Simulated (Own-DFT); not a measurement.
# A layer strained by its substrate: diamond-structure GeSn with randomly placed atoms, 64 atoms (Ge60Sn4)

Calculated, not measured: single-point runs of Own-DFT, a retired in-house plane-wave DFT program that no person has reviewed, on unrelaxed cells, without spin or spin-orbit coupling.

Method: PBE; PseudoDojo norm-conserving scalar-relativistic files; cutoff 49 hartree; 3 x 3 x 3 k mesh centred on Gamma; Fermi-Dirac smearing of 0.1 eV.

Caveats: forces on such cells moved up to 12 meV/angstrom on a denser k mesh; stress not checked against mesh or cutoff.

Unstrained cell vectors in Å: (11.420, 0.000, 0.000); (0.000, 11.420, 0.000); (0.000, 0.000, 11.420). The unstrained cell has measured lattice constants (interpolated for alloys), not those of this functional. That, the random moves and any unrelaxed bonds set the pressure at no strain. Each run strains x and y alike by e, as a substrate would, and holds the height along z. Each atom got a random Gaussian move of width 0.05 Å along each axis. The random placing of the alloy's atoms differs from row to row. Stress is positive in tension.

| e (%) | u (Å) | (s_xx + s_yy)/2 (GPa) | s_zz (GPa) |
|---|---|---|---|
| -3.00 | 0.045 | -10.76 | -8.68 |
| -2.75 | 0.047 | -10.41 | -8.61 |
| -2.50 | 0.052 | -9.71 | -7.83 |
| -1.75 | 0.049 | ? | ? |
| -0.50 | 0.050 | -5.65 | -5.46 |
| 1.25 | 0.055 | -2.80 | -3.49 |
| 1.50 | 0.047 | -2.38 | -3.21 |
| 2.25 | 0.049 | -1.38 | -2.66 |
| 2.50 | 0.051 | -1.04 | -2.33 |
| 3.00 | 0.052 | -0.44 | -2.12 |

## Fit

With e as a fraction, the in-plane stress is -4.8 + 174 e - 952 e² GPa (errors 1 and 76, scatter 0.07), and s_zz is -4.8 + 112 e - 683 e² GPa (slope ± 2, scatter 0.14). At e = 0 the first slope is C11 + C12 and the second 2 C12, both with the ions held to the strained lattice and at the cell's own pressure. The term in e² is negative: the layer stiffens under compression and softens under tension. A free layer would change its height as e changes, and the in-plane slope would drop by 2 C12²/C11 to the biaxial modulus. At fixed height, a misfit of 1 % moves the in-plane stress by about 1.7 GPa and s_zz by 1.1 GPa.

## Withheld run

Q: what are the two stresses at e = -1.75 %?

The fit gives -8.1 and -7.0 GPa. The hidden result is -8.21 and -7.20 GPa.
